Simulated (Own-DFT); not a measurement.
## Calculated data, Al₃GaN₄ (wurtzite random alloy, strained, atoms displaced)

Computed with Own-DFT development build. A calculation, not a measurement: plane-wave PBE density functional theory by an unreviewed code, no spin, of a simulated periodic cell, stress positive in tension, free energy of the whole cell less one offset for each atom, forces on such cells passed a denser k mesh, this cell's mesh not checked; offsets are fitted by least squares, one for each functional and potential file, so energies compare only between cells with the same atoms and settings and are not formation energies; the far tail of each file's local potential was reset to the Coulomb form; each entry is a single point on an unrelaxed cell, so the pressure reflects the starting lattice, mostly measured values, from which strain is counted, and rises with the displacements; printed positions are rounded, which can move forces by about a meV/angstrom; the program is a retired in-house code; no spin-orbit coupling.

Entry: Al₃GaN₄ (wurtzite random alloy, strained, atoms displaced)

```
CELL_PARAMETERS angstrom
9.60510 0.00000 0.00000
-4.80260 8.31830 0.00000
0.00000 0.00000 10.06550
ATOMIC_POSITIONS crystal
Ga 0.11188 0.21652 0.99166
Al 0.21375 0.11558 0.24608
N 0.12172 0.23492 0.19297
N 0.22284 0.11656 0.44134
Al 0.10085 0.22206 0.49836
Al 0.21946 0.12123 0.75131
N 0.11732 0.22597 0.68852
N 0.22150 0.11023 0.93654
Ga 0.11716 0.54944 0.99853
Al 0.21982 0.43916 0.24798
N 0.12507 0.55879 0.18954
N 0.23303 0.44867 0.43842
Ga 0.10867 0.54950 0.50355
Ga 0.22647 0.44842 0.75005
N 0.11040 0.55034 0.69211
N 0.21014 0.44088 0.94377
Al 0.10737 0.88465 0.99467
Al 0.22642 0.77450 0.24953
N 0.12203 0.89362 0.19800
N 0.20939 0.77155 0.43516
Al 0.10543 0.88614 0.50513
Ga 0.23172 0.77321 0.76080
N 0.11211 0.88166 0.69063
N 0.22940 0.77604 0.93495
Al 0.44062 0.21106 0.99728
Al 0.55418 0.11240 0.25713
N 0.43490 0.21747 0.18948
N 0.56300 0.10889 0.44288
Al 0.44987 0.22506 0.49545
Al 0.56148 0.10696 0.74659
N 0.43299 0.21765 0.68330
N 0.55916 0.11050 0.94269
Ga 0.44507 0.55669 0.00713
Al 0.54913 0.43959 0.24361
N 0.43502 0.54492 0.19292
N 0.55965 0.44920 0.43740
Al 0.44873 0.55811 0.49730
Ga 0.55471 0.44869 0.75310
N 0.44278 0.55927 0.68760
N 0.54997 0.43861 0.93564
Al 0.44667 0.88730 0.00153
Al 0.56032 0.77406 0.25836
N 0.44175 0.88629 0.18807
N 0.55669 0.76882 0.43914
Al 0.44798 0.88438 0.50828
Al 0.54295 0.76916 0.75144
N 0.43771 0.87919 0.68925
N 0.55299 0.78285 0.94412
Al 0.77962 0.22287 0.00703
Al 0.90127 0.11428 0.24958
N 0.77459 0.21823 0.18961
N 0.90130 0.11632 0.43239
Ga 0.78291 0.22122 0.50385
Al 0.89164 0.12613 0.75045
N 0.77524 0.22818 0.69957
N 0.89695 0.11693 0.93391
Al 0.77880 0.56025 0.99630
Ga 0.88911 0.43420 0.24477
N 0.77715 0.54642 0.18773
N 0.88452 0.45184 0.43646
Al 0.78296 0.55107 0.50020
Al 0.89052 0.44129 0.74801
N 0.77058 0.55248 0.69383
N 0.89166 0.43784 0.94278
Al 0.78465 0.89372 0.00053
Al 0.88061 0.76608 0.25312
N 0.77565 0.88619 0.19269
N 0.87644 0.77156 0.43533
Al 0.76750 0.88555 0.50720
Al 0.89554 0.78544 0.75273
N 0.77330 0.88468 0.69194
N 0.89099 0.78593 0.94653
```

```
functional                        : PBE
potential files                   : PseudoDojo norm-conserving, scalar-relativistic, standard set with the stringent files for Ga
wave cutoff                       : 96 hartree
occupations                       : Gaussian
smearing width                    : 0.01 eV
k mesh                            : 4 x 4 x 3 centred on Gamma
free energy of cell above offsets : -22.646 eV
pressure                          : -2.24 GPa
stress xx                         : 4.86 GPa
stress yy                         : 6.33 GPa
stress zz                         : -4.48 GPa
stress yz                         : -0.35 GPa
stress xz                         : 0.51 GPa
stress xy                         : 0.15 GPa
```

Force:
```csv
element,x (eV/Å),y (eV/Å),z (eV/Å)
Ga,-0.209,1.091,1.222
Al,1.884,-1.043,1.335
N,-1.215,-2.317,-0.86
N,-0.247,-0.58,-0.12
Al,3.529,1.141,0.196
Al,1.701,-1.569,-1.371
N,-2.093,-0.566,-0.13
N,1.008,-0.899,0.197
Ga,-2.685,1.474,0.981
Al,0.066,1.813,0.991
N,-0.85,-0.514,0.594
N,-0.953,-1.02,0.136
Ga,0.252,0.94,-1.357
Ga,-0.009,-0.581,0.12
N,-1.009,-0.133,0.477
N,3.75,-0.832,-1.291
Al,1.25,0.496,1.402
Al,-0.67,0.526,0.085
N,-1.507,-0.802,-1.693
N,1.365,1.013,1.322
Al,0.21,0.357,-1.662
Ga,-2.172,-0.244,-3.476
N,-1.035,0.899,0.89
N,-0.879,0.732,3.916
Al,0.006,0.87,0.245
Al,-0.178,-0.85,-1.511
N,0.918,0.251,0.006
N,-0.934,-0.623,0.519
Al,-1.211,-0.045,0.094
Al,-2.437,0.102,0.753
N,1.506,-0.16,0.954
N,0.013,-0.367,-0.643
Ga,-0.337,-0.258,-1.164
Al,0.75,-0.155,0.73
N,0.996,1.36,1.042
N,0.331,-0.65,0.016
Al,0.298,-1.394,0.129
Ga,-0.241,-1.119,-1.752
N,0.333,0.387,-0.2
N,0.612,0.124,2.49
Al,-0.489,0.617,0.464
Al,-1.172,0.12,-2.12
N,1.025,0.347,1.154
N,-1.009,1.603,1.254
Al,-1.394,-0.433,-2.421
Al,1.398,0.856,0.495
N,1.921,1.658,0.269
N,1.377,-0.231,-0.808
Al,-0.049,-0.165,-1.442
Al,-1.12,-0.552,-0.993
N,0.699,-1.395,0.701
N,-1.881,-1.4,1.395
Ga,-0.268,0.755,-0.914
Al,1.092,-1.439,-0.347
N,1.091,-0.885,-0.966
N,-1.605,-1.209,1.137
Al,0.507,-1.153,0.143
Ga,0.175,1.657,0.038
N,-1.303,0.812,-0.585
N,1.797,-1.755,0.735
Al,-2.617,1.273,0.244
Al,-0.887,1.459,1.239
N,2.128,1.048,-0.291
N,-1.389,0.652,-0.592
Al,-1.341,0.119,0.061
Al,0.959,0.82,-0.87
N,0.592,0.458,-0.286
N,0.519,0.536,1.94
Al,1.858,-0.155,-1.311
Al,-0.292,-0.93,-0.644
N,-0.482,1.065,0.629
N,0.249,-1.011,-0.92
```
